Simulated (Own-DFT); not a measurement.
# What a defect does to the pressure of its cell: D0_22 TiAl3

Source: density functional calculations with Own-DFT, an unreviewed in-house program that is no longer used. Nothing was measured or relaxed, and spin and spin-orbit coupling are left out.

All runs used: PBE; PseudoDojo norm-conserving scalar-relativistic files; cutoff 42 hartree; 4 x 4 x 4 k mesh centred on Gamma; cold (Marzari-Vanderbilt) smearing of 0.2 eV.

Caveats: forces on such cells failed a check on a denser k mesh; stress not checked against mesh or cutoff.

All runs share one cell, with vectors in Å (-2.365, -6.981, 4.326); (-7.667, 3.491, 1.442); (-2.950, -3.488, -7.241) and a volume of 625.4 Å³. The atoms are randomly displaced, by u rms on each axis. The defect's site can differ from row to row.

```
                     cell   formula   u (Å)  P (GPa)
                no defect  Al30Ti10  0.0210     2.00
                no defect  Al30Ti10  0.0500     2.77
                no defect  Al30Ti10  0.0526     2.70
         two Al vacancies  Al28Ti10  0.0308        ?
         two Al vacancies  Al28Ti10  0.0325     1.27
         two Al vacancies  Al28Ti10  0.0481     1.55
         two Al vacancies  Al28Ti10  0.0489     1.85
           one Ti vacancy   Al30Ti9  0.0277     1.82
           one Ti vacancy   Al30Ti9  0.0399     2.06
           one Ti vacancy   Al30Ti9  0.0461     2.00
two Ti on an Al site each  Al28Ti12  0.0283     3.12
two Ti on an Al site each  Al28Ti12  0.0294     3.12
two Ti on an Al site each  Al28Ti12  0.0506     3.72
 two Al on a Ti site each   Al32Ti8  0.0281     2.87
 two Al on a Ti site each   Al32Ti8  0.0283     2.86
 two Al on a Ti site each   Al32Ti8  0.0471     3.33
```

## Working it out

P = P0 + c u² + a shift for each defect gives P0 = 1.89 GPa, c = 314 ± 34 GPa/Å² and a scatter of 0.10 GPa. The shifts, and each times the cell's volume:

- two Ti on an Al site each: 0.98 ± 0.08 GPa, 3.8 eV (1.9 eV for each of its 2 sites)
- two Al on a Ti site each: 0.73 ± 0.08 GPa, 2.8 eV (1.4 eV for each of its 2 sites)
- one Ti vacancy: -0.40 ± 0.08 GPa, -1.6 eV
- two Al vacancies: -0.94 ± 0.08 GPa, -3.7 eV (-1.8 eV for each of its 2 sites)

A positive shift means that the defect pushes the cell outwards. Shift times volume (160.2 GPa Å³ is 1 eV) depends little on the cell's size, so, taken for each site, it can be compared between cells at like pressure. The atoms around the defects weren't relaxed, which would change these numbers.

## The run left out

Asked: what pressure belongs in the blank (two Al vacancies, u = 0.0308 Å)?

The fitted form gives 1.25 ± 0.12 GPa. The run itself gave 1.26 GPa.
